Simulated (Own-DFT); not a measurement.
# Same atoms, different arrangement: As32Ga32, 64 atoms

These are calculations, not measurements. The program, named Own-DFT, is a retired in-house plane-wave density functional code that no person has reviewed. Each row is one single-point run on a periodic cell that was not relaxed, without spin or spin-orbit coupling.

Settings of every run: PBE; PseudoDojo norm-conserving scalar-relativistic files; cutoff 42 hartree; 3 x 3 x 3 k mesh centred on Gamma; Fermi-Dirac smearing of 0.1 eV.

Known limits, some of them of some rows only: not probed for a lower state with spin; forces on such cells failed a check on a denser k mesh; forces not confirmed at this smearing and k mesh; stress not checked against mesh or cutoff.

All cells hold the same atoms in the same cell, with vectors in Å (11.307, 0.000, 0.000); (0.000, 11.307, 0.000); (0.000, 0.000, 11.307). Every atom was moved at random from its ideal site; u is the rms move along one axis. The defect's site can differ from row to row. E is the free energy of the cell above the lowest run. The arrangements:

- A: zincblende GaAs
- B: zincblende GaAs, with one As on a Ga site and one Ga on an As site, 2.4 Å apart

| arrangement | u (Å) | E (eV) | P (GPa) |
|---|---|---|---|
| A | 0.0186 | 0.000 | 3.51 |
| A | 0.0190 | 0.027 | 3.50 |
| A | 0.0204 | 0.088 | 3.52 |
| A | 0.0478 | 1.764 | 3.86 |
| A | 0.0482 | 1.807 | 3.91 |
| A | 0.0513 | 2.122 | 3.94 |
| B | 0.0294 | 3.233 | 3.95 |
| B | 0.0296 | 3.156 | 3.94 |
| B | 0.0297 | 3.206 | 3.95 |
| B | 0.0498 | 5.046 | 4.38 |
| B | 0.0502 | 4.596 | 4.24 |
| B | 0.0526 | 5.222 | 4.39 |

Question: once the cost of the random moves is taken out, how do the arrangements rank?

## Worked answer

Fit E = a + b u², with one b for all and one a for each arrangement, and with residuals divided by u², since the noise grows with the moves. Then b = 954 eV/Å², the scatter at u = 0.04 Å is 0.10 eV, and against A:

- B: 2.70 ± 0.04 eV (higher)

These are energies of unrelaxed cells. Relaxing the atoms lowers the strained arrangements most, so the gaps would shrink and small ones could change sign.
